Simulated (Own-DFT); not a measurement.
Si$_{7}$Ge (layered order of Si and Ge on the diamond lattice, atoms displaced) (calculated)

All values are calculated (Own-DFT development build). A calculation, not a measurement: plane-wave PBE density functional theory by an unreviewed code, no spin, of a simulated periodic cell, stress positive in tension, free energy of the whole cell less one offset for each atom, forces on such cells passed a denser k mesh, this cell's mesh not checked; offsets are fitted by least squares, one for each functional and potential file, so energies compare only between cells with the same atoms and settings and are not formation energies; the far tail of each file's local potential was reset to the Coulomb form; each entry is a single point on an unrelaxed cell, so the pressure reflects the starting lattice, mostly measured values, from which strain is counted, and rises with the displacements; printed positions are rounded, which can move forces by about a meV/angstrom; the program is a retired in-house code; no spin-orbit coupling.

Settings shared by all entries: functional PBE; potential files PseudoDojo norm-conserving, scalar-relativistic, standard set; wave cutoff 42 hartree; occupations Fermi-Dirac; smearing width 0.1 eV; k mesh 3 x 3 x 3 centred on Gamma.

(1) Si$_{7}$Ge (layered order of Si and Ge on the diamond lattice, atoms displaced)

```
Si7Ge
1.0
     10.9187     0.0000     0.0000
      0.0000    10.9187     0.0000
      0.0000     0.0000    10.9187
Ge Si Ge Si Ge Si Ge Si Ge Si Ge Si Ge Si Ge Si
1 2 1 12 1 2 1 12 1 2 1 12 1 2 1 12
Direct
  0.99742 0.99339 0.00929
  0.98760 0.25957 0.25016
  0.24559 0.00199 0.25001
  0.24818 0.24898 0.99831
  0.12860 0.12722 0.13221
  0.12286 0.37281 0.37453
  0.37833 0.12643 0.37061
  0.37799 0.36252 0.12625
  0.99547 0.99974 0.50251
  0.00012 0.24208 0.74467
  0.25847 0.00011 0.75503
  0.24409 0.25048 0.49634
  0.12125 0.12217 0.61993
  0.12968 0.38146 0.87227
  0.38341 0.12102 0.88021
  0.38206 0.37274 0.61765
  0.99576 0.49913 0.99830
  0.99156 0.75675 0.24743
  0.25191 0.50268 0.24725
  0.24995 0.74937 0.00105
  0.11840 0.61759 0.12303
  0.12451 0.87187 0.37174
  0.37188 0.63115 0.38523
  0.38224 0.87183 0.12525
  0.99221 0.51006 0.50010
  0.00166 0.74932 0.75553
  0.24747 0.49464 0.75121
  0.24807 0.75385 0.50271
  0.12654 0.62312 0.61549
  0.12178 0.87520 0.88208
  0.37711 0.61666 0.88064
  0.37175 0.87705 0.62059
  0.50237 0.00168 0.99756
  0.49723 0.25248 0.25775
  0.73461 0.00601 0.24095
  0.75071 0.25793 0.00173
  0.62958 0.11940 0.12018
  0.63107 0.37313 0.37699
  0.87270 0.12314 0.37395
  0.88530 0.37602 0.12430
  0.50124 0.00184 0.51480
  0.50305 0.25020 0.75049
  0.74751 0.00300 0.74045
  0.74629 0.24894 0.49358
  0.62226 0.12625 0.62114
  0.62864 0.37711 0.88032
  0.87299 0.12719 0.87516
  0.87138 0.37495 0.62352
  0.49242 0.49587 0.01342
  0.49599 0.75278 0.24436
  0.74684 0.49245 0.25035
  0.74937 0.75428 0.00254
  0.63258 0.62212 0.11670
  0.62346 0.87415 0.36737
  0.87527 0.62136 0.38212
  0.87577 0.87424 0.11879
  0.50728 0.51299 0.49024
  0.48832 0.74732 0.74799
  0.76072 0.48589 0.75251
  0.74473 0.74690 0.49924
  0.61499 0.62609 0.63338
  0.61727 0.86758 0.87377
  0.88185 0.63225 0.86877
  0.88693 0.87743 0.62450
```

The calculation gives: free energy of cell above offsets -1.583 eV; pressure 2.84 GPa; stress xx -2.79 GPa; stress yy -2.88 GPa; stress zz -2.84 GPa; stress yz 1.81 GPa; stress xz -0.83 GPa; stress xy -0.28 GPa.

Force:
```
element  x (eV/Å)  y (eV/Å)  z (eV/Å)
     Ge     0.881     2.075     -1.18
     Si     1.994    -1.845     0.988
     Si     1.324    -0.705     0.191
     Ge     0.142    -0.282    -0.253
     Si    -1.418     0.393    -0.062
     Si    -0.416     1.191    -0.158
     Si    -0.852      -0.8     1.358
     Si     -1.05     0.729     1.097
     Si     1.006     0.063    -1.357
     Si     0.063     1.108     0.579
     Si    -1.311    -0.014    -0.254
     Si     0.816    -0.381     0.197
     Si      1.13    -0.125     0.557
     Si    -1.389    -1.523    -0.109
     Si    -0.975     1.238    -1.356
     Si     -0.53     0.516     0.112
     Ge     0.594     0.394    -0.952
     Si     0.614    -1.512      0.47
     Si    -0.057    -0.553     0.569
     Ge    -0.008    -0.475     0.247
     Si      0.54     1.284     0.966
     Si    -0.456     0.616     0.252
     Si     0.021     -0.04    -1.927
     Si     -1.57     1.186    -0.175
     Si     1.305    -2.124     0.427
     Si     1.367     0.667      -1.5
     Si     1.356      0.91    -1.333
     Si    -0.303     0.111    -0.397
     Si     -0.15     0.233      1.75
     Si     0.777     0.145    -1.074
     Si    -0.907      0.45    -0.957
     Si    -0.101    -0.161     1.004
     Ge     0.359    -1.111     0.647
     Si     1.414    -0.575    -0.823
     Si     2.695    -1.719     1.628
     Ge     0.548    -0.958     0.338
     Si    -1.547     2.526    -0.205
     Si     -1.28     0.549    -0.465
     Si    -0.568    -0.065    -0.594
     Si    -2.262     0.609      0.02
     Si    -0.349    -0.499    -2.673
     Si     0.074     0.144      0.21
     Si     0.374     -0.71      1.02
     Si     0.706    -0.364     0.982
     Si     0.709     0.812     0.745
     Si    -1.013     0.292     -0.75
     Si     -0.05    -0.611    -0.298
     Si     0.996    -1.046    -0.865
     Ge     1.263     0.071     -1.17
     Si     1.004    -1.396     0.942
     Si     1.183     0.853    -0.412
     Ge     0.266    -0.583    -1.436
     Si    -0.939    -0.105     1.906
     Si    -0.364     0.275     1.008
     Si    -1.472     1.214    -1.858
     Si    -1.587     0.317     2.093
     Si    -0.201    -1.423      0.98
     Si     0.037     0.043     0.653
     Si    -1.447     2.264     0.524
     Si     0.358     0.492     0.553
     Si     1.705    -0.495     -0.28
     Si     0.606     0.727    -1.221
     Si    -1.646    -1.277     0.603
     Si     -2.01    -1.018      0.48
```

(2) Si$_{7}$Ge (layered order of Si and Ge on the diamond lattice, atoms displaced)

```
Si7Ge
1.0
     10.9187     0.0000     0.0000
      0.0000    10.9187     0.0000
      0.0000     0.0000    10.9187
Ge Si Ge Si Ge Si Ge Si Ge Si Ge Si Ge Si Ge Si
1 2 1 12 1 2 1 12 1 2 1 12 1 2 1 12
Direct
  0.99491 0.00146 0.00169
  0.99533 0.25664 0.25644
  0.24761 0.00046 0.24641
  0.24990 0.25425 0.99696
  0.12428 0.12022 0.12359
  0.12961 0.37402 0.37963
  0.37206 0.12736 0.38661
  0.36432 0.37886 0.13087
  0.00502 0.00397 0.50101
  0.00151 0.25833 0.75774
  0.25639 0.99973 0.74917
  0.24203 0.24770 0.50677
  0.12391 0.12701 0.62724
  0.11711 0.37036 0.87862
  0.37567 0.12325 0.88441
  0.38227 0.37572 0.62242
  0.98995 0.50151 0.00051
  0.99463 0.74448 0.25204
  0.24357 0.51608 0.25117
  0.25213 0.74686 0.00789
  0.11889 0.63679 0.12876
  0.12861 0.86489 0.36237
  0.38037 0.63101 0.36851
  0.37602 0.87229 0.10752
  0.99252 0.50614 0.50790
  0.99973 0.74952 0.76552
  0.23899 0.50960 0.75308
  0.24649 0.74993 0.50341
  0.12766 0.61372 0.63016
  0.12913 0.87202 0.86821
  0.38507 0.62819 0.88505
  0.38001 0.87274 0.62844
  0.50279 0.00491 0.99766
  0.49692 0.24670 0.24921
  0.75181 0.00163 0.25249
  0.74610 0.25527 0.99919
  0.62300 0.12249 0.13110
  0.62953 0.37597 0.37381
  0.87557 0.11619 0.37555
  0.86848 0.37710 0.12760
  0.50021 0.99606 0.49102
  0.50769 0.24956 0.74563
  0.74140 0.00147 0.75652
  0.75212 0.25466 0.49411
  0.63278 0.12658 0.62283
  0.62306 0.37036 0.87268
  0.87348 0.12608 0.87911
  0.87846 0.36712 0.62433
  0.50091 0.49136 0.99176
  0.49457 0.74992 0.25060
  0.74774 0.49629 0.24777
  0.75940 0.75553 0.00284
  0.62584 0.63062 0.12327
  0.62807 0.87248 0.37356
  0.87326 0.62920 0.37028
  0.87195 0.88359 0.12099
  0.50185 0.51647 0.49939
  0.50476 0.74300 0.74787
  0.75095 0.50700 0.75755
  0.74435 0.75256 0.50278
  0.63066 0.61974 0.62981
  0.62072 0.87927 0.87922
  0.88015 0.62130 0.88011
  0.87214 0.87709 0.63061
```

It finds free energy of cell above offsets -1.822 eV; pressure 2.76 GPa; stress xx -2.88 GPa; stress yy -2.71 GPa; stress zz -2.7 GPa; stress yz 0.73 GPa; stress xz -1.09 GPa; stress xy -0.08 GPa.

Force:
```
element  x (eV/Å)  y (eV/Å)  z (eV/Å)
     Ge     1.309    -0.193    -0.921
     Si     0.508    -0.891    -0.644
     Si     1.129    -0.328     0.013
     Ge    -0.361    -0.579     0.864
     Si     -0.37     1.358     0.707
     Si    -0.902     1.172    -0.096
     Si    -0.352     -0.27    -1.307
     Si     0.785     0.296      0.13
     Si    -0.117    -1.427    -0.179
     Si    -0.833    -1.957    -1.001
     Si    -0.255     0.251     0.115
     Si     1.344     0.741    -0.097
     Si    -0.194    -0.204      1.03
     Si     1.014     1.911    -0.058
     Si    -0.039     0.962    -2.163
     Si    -1.001     0.697       0.3
     Ge     1.723    -0.908     1.374
     Si    -0.413      1.79    -0.697
     Si     0.208    -1.333     0.318
     Ge    -0.848    -0.095    -1.731
     Si    -0.241    -1.459    -0.402
     Si    -0.336     0.952     1.379
     Si    -1.366    -0.165     1.357
     Si     0.556     1.277     2.971
     Si     0.566    -0.742    -0.956
     Si    -0.031    -0.427    -2.232
     Si     2.712    -2.217      1.72
     Si     0.478    -0.299    -0.132
     Si    -1.735      2.62    -1.146
     Si     0.252     0.717     1.096
     Si    -1.442    -0.247    -1.692
     Si    -0.056    -0.074    -0.682
     Ge     0.079    -0.372     0.843
     Si     -0.44     0.635     0.748
     Si    -0.449    -0.486    -0.277
     Ge     0.149    -0.926     0.675
     Si     0.376     0.519    -0.038
     Si      -1.3     0.343      0.09
     Si     0.267     1.446     0.307
     Si     0.556    -0.362     0.361
     Si     0.392     0.277     1.342
     Si    -0.968    -0.592     0.123
     Si      1.05     0.135    -0.416
     Si     0.288    -1.025     0.392
     Si    -0.696    -0.276    -0.664
     Si     0.574      0.58    -0.994
     Si    -0.284     0.328    -0.977
     Si    -0.697     1.274     0.463
     Ge    -0.028     0.293     1.907
     Si     1.097     1.161    -1.417
     Si    -0.123     1.228     0.143
     Ge    -1.258    -0.514    -0.681
     Si    -0.267     -0.77     0.316
     Si    -0.547     0.065    -0.455
     Si    -0.974    -0.975     1.198
     Si     0.544    -0.678      1.92
     Si     0.103     -1.92    -0.302
     Si    -0.153     0.854     0.703
     Si     0.454    -1.706    -0.403
     Si     0.931    -0.275     0.114
     Si    -0.073     0.784    -0.437
     Si     0.573     -1.25    -1.002
     Si    -1.248     1.299    -0.919
     Si     0.384    -0.022       0.1
```

(3) Si$_{7}$Ge (layered order of Si and Ge on the diamond lattice, atoms displaced)

```
Si7Ge
1.0
     10.9187     0.0000     0.0000
      0.0000    10.9187     0.0000
      0.0000     0.0000    10.9187
Ge Si Ge Si Ge Si Ge Si Ge Si Ge Si Ge Si Ge Si
1 2 1 12 1 2 1 12 1 2 1 12 1 2 1 12
Direct
  0.99584 0.00601 0.00355
  0.00089 0.24332 0.23917
  0.24920 0.00150 0.24526
  0.24727 0.24692 0.00093
  0.12475 0.13278 0.12077
  0.12079 0.36560 0.37642
  0.37286 0.11795 0.37559
  0.37524 0.38042 0.12717
  0.00063 0.98952 0.50213
  0.99439 0.25502 0.75550
  0.25482 0.00567 0.74286
  0.25625 0.25096 0.49856
  0.12991 0.13387 0.62055
  0.12608 0.37652 0.87593
  0.37513 0.12098 0.87186
  0.37805 0.36176 0.61696
  0.00190 0.49928 0.99666
  0.99537 0.74332 0.24607
  0.24877 0.49971 0.25104
  0.24839 0.75033 0.00319
  0.12281 0.63127 0.12414
  0.12874 0.87156 0.36659
  0.37875 0.62032 0.38967
  0.36904 0.87704 0.12765
  0.99559 0.49749 0.51250
  0.00355 0.73570 0.74143
  0.24831 0.49642 0.75899
  0.24657 0.75584 0.48957
  0.12246 0.62224 0.62181
  0.13136 0.87551 0.87546
  0.37521 0.63194 0.87109
  0.37382 0.87215 0.62359
  0.49610 0.00087 0.99555
  0.50717 0.25979 0.24783
  0.74945 0.99720 0.24555
  0.75185 0.25045 0.00809
  0.62330 0.12393 0.12028
  0.62202 0.37764 0.38146
  0.87692 0.13183 0.37704
  0.87346 0.36252 0.12556
  0.49688 0.00181 0.50010
  0.50319 0.25210 0.75050
  0.75014 0.99940 0.75201
  0.75467 0.23613 0.49538
  0.62228 0.13055 0.62336
  0.63329 0.38114 0.87817
  0.87520 0.12167 0.87929
  0.87265 0.37608 0.62345
  0.50303 0.50125 0.99918
  0.49715 0.75147 0.25591
  0.75490 0.50117 0.25111
  0.75583 0.74689 0.99708
  0.61629 0.62787 0.12679
  0.62184 0.88623 0.37515
  0.87357 0.62430 0.37714
  0.87095 0.88330 0.12589
  0.49515 0.49321 0.49781
  0.50208 0.73820 0.75152
  0.75364 0.50172 0.76129
  0.75873 0.74493 0.49592
  0.62771 0.61805 0.63321
  0.63326 0.87736 0.87882
  0.87885 0.62285 0.88195
  0.86654 0.87714 0.61965
```

It finds free energy of cell above offsets -2.091 eV; pressure 2.82 GPa; stress xx -3.01 GPa; stress yy -2.63 GPa; stress zz -2.81 GPa; stress yz -0.32 GPa; stress xz 0.82 GPa; stress xy 0.32 GPa.

Force:
```
element  x (eV/Å)  y (eV/Å)  z (eV/Å)
     Ge     1.211    -1.008     -0.31
     Si    -0.221     0.684     1.859
     Si    -0.533     0.486     0.203
     Ge     1.293     0.991    -0.636
     Si     0.191    -1.754     0.732
     Si    -0.036     0.983    -0.231
     Si     0.463     1.186    -0.776
     Si     -0.11    -0.518     -0.03
     Si     0.557     1.368     -0.55
     Si     0.603    -0.501    -0.631
     Si    -0.679    -0.584     0.236
     Si    -0.922    -0.886    -1.098
     Si    -1.101    -0.741     0.581
     Si    -0.342     -0.69    -0.234
     Si    -0.058     0.967    -0.569
     Si    -0.038     1.715     1.751
     Ge    -0.004    -0.586     1.413
     Si    -0.111      1.24     0.394
     Si    -0.302     0.382     0.629
     Ge     0.454     0.249    -0.434
     Si     0.119    -1.377     0.548
     Si    -1.283     0.428    -0.435
     Si    -1.003     0.833    -1.946
     Si     0.946    -0.395     0.155
     Si     0.526    -0.016    -1.994
     Si    -1.029     2.201     1.305
     Si      0.83     0.388    -1.806
     Si     0.495    -1.021     1.515
     Si     1.677    -0.358    -0.234
     Si    -1.019     0.282    -1.151
     Si    -0.501    -1.313     0.738
     Si     0.376    -0.309     0.074
     Ge     0.381    -0.645     0.621
     Si    -0.831    -1.233     0.229
     Si     -0.46      1.45     0.966
     Ge    -0.868    -0.872    -1.695
     Si    -0.233     0.047      1.11
     Si     1.499    -0.483    -0.722
     Si     1.165    -2.385      -1.5
     Si     0.918      2.41      0.87
     Si     0.136    -0.117     0.622
     Si     0.136     0.158     0.566
     Si    -0.249     0.584    -0.564
     Si    -1.295     2.469     1.134
     Si     0.374    -1.042     0.369
     Si    -0.749    -1.071    -0.211
     Si    -0.527     0.893    -1.086
     Si    -0.948    -0.851      0.92
     Ge    -0.804      0.19    -0.301
     Si    -0.215     0.234     0.214
     Si     -0.97    -0.427    -0.217
     Ge    -0.737      0.52     1.186
     Si     1.366     0.123     0.623
     Si     0.596    -1.497     0.053
     Si     1.125    -0.881    -0.323
     Si     0.674    -1.597      0.13
     Si     1.045     0.184     1.771
     Si     0.481     2.196    -0.492
     Si     0.392    -0.107    -1.127
     Si    -2.274     0.902     0.565
     Si     0.139    -0.114    -1.263
     Si    -1.076    -0.761    -0.924
     Si     0.355     0.295    -1.615
     Si     1.001      -0.9     1.021
```
